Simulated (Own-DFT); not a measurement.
# What a defect does to the pressure of its cell: C11b WSi2

Calculated, not measured: single-point runs of Own-DFT, a retired in-house plane-wave DFT program that no person has reviewed, on unrelaxed cells, without spin or spin-orbit coupling.

Common settings: PBE; PseudoDojo norm-conserving scalar-relativistic files; cutoff 50 hartree; 5 x 5 x 5 k mesh centred on Gamma; cold (Marzari-Vanderbilt) smearing of 0.2 eV.

Keep in mind: forces on such cells failed a check on a denser k mesh; stress not checked against mesh or cutoff.

All runs share one cell, with vectors in Å (-2.148, -5.953, 3.409); (-6.444, 2.976, 1.136); (-2.553, -2.948, -6.757) and a volume of 403.2 Å³. The atoms are randomly displaced, by u rms on each axis. The defect's site can differ from row to row.

| cell | formula | u (Å) | P (GPa) |
|---|---|---|---|
| no defect | Si20W10 | 0.0223 | 4.47 |
| no defect | Si20W10 | 0.0493 | 5.92 |
| no defect | Si20W10 | 0.0528 | 6.39 |
| one Si vacancy | Si19W10 | 0.0294 | 3.08 |
| one Si vacancy | Si19W10 | 0.0297 | 3.39 |
| one Si vacancy | Si19W10 | 0.0557 | 5.07 |
| one W on a Si site | Si19W11 | 0.0288 | 10.16 |
| one W on a Si site | Si19W11 | 0.0319 | 9.54 |
| one W on a Si site | Si19W11 | 0.0480 | 11.46 |
| one Si on a W site | Si21W9 | 0.0340 | 6.48 |
| one Si on a W site | Si21W9 | 0.0346 | 6.43 |
| one Si on a W site | Si21W9 | 0.0501 | 8.11 |
| one Si on a W site | Si21W9 | 0.0505 | ? |

## What the rows give

P = P0 + c u² + a shift for each defect gives P0 = 3.85 GPa, c = 917 ± 103 GPa/Å² and a scatter of 0.30 GPa. The shifts, and each times the cell's volume:

- one W on a Si site: 5.27 ± 0.25 GPa, 13.3 eV
- one Si on a W site: 1.67 ± 0.25 GPa, 4.2 eV
- one Si vacancy: -1.48 ± 0.25 GPa, -3.7 eV

A positive shift means that the defect pushes the cell outwards. Shift times volume (160.2 GPa Å³ is 1 eV) depends little on the cell's size, so, taken for each site, it can be compared between cells at like pressure. The atoms around the defects weren't relaxed, which would change these numbers.

## Prediction

Question: what pressure belongs in the blank (one Si on a W site, u = 0.0505 Å)?

The fitted form gives 7.86 ± 0.36 GPa. The hidden result is 7.80 GPa.
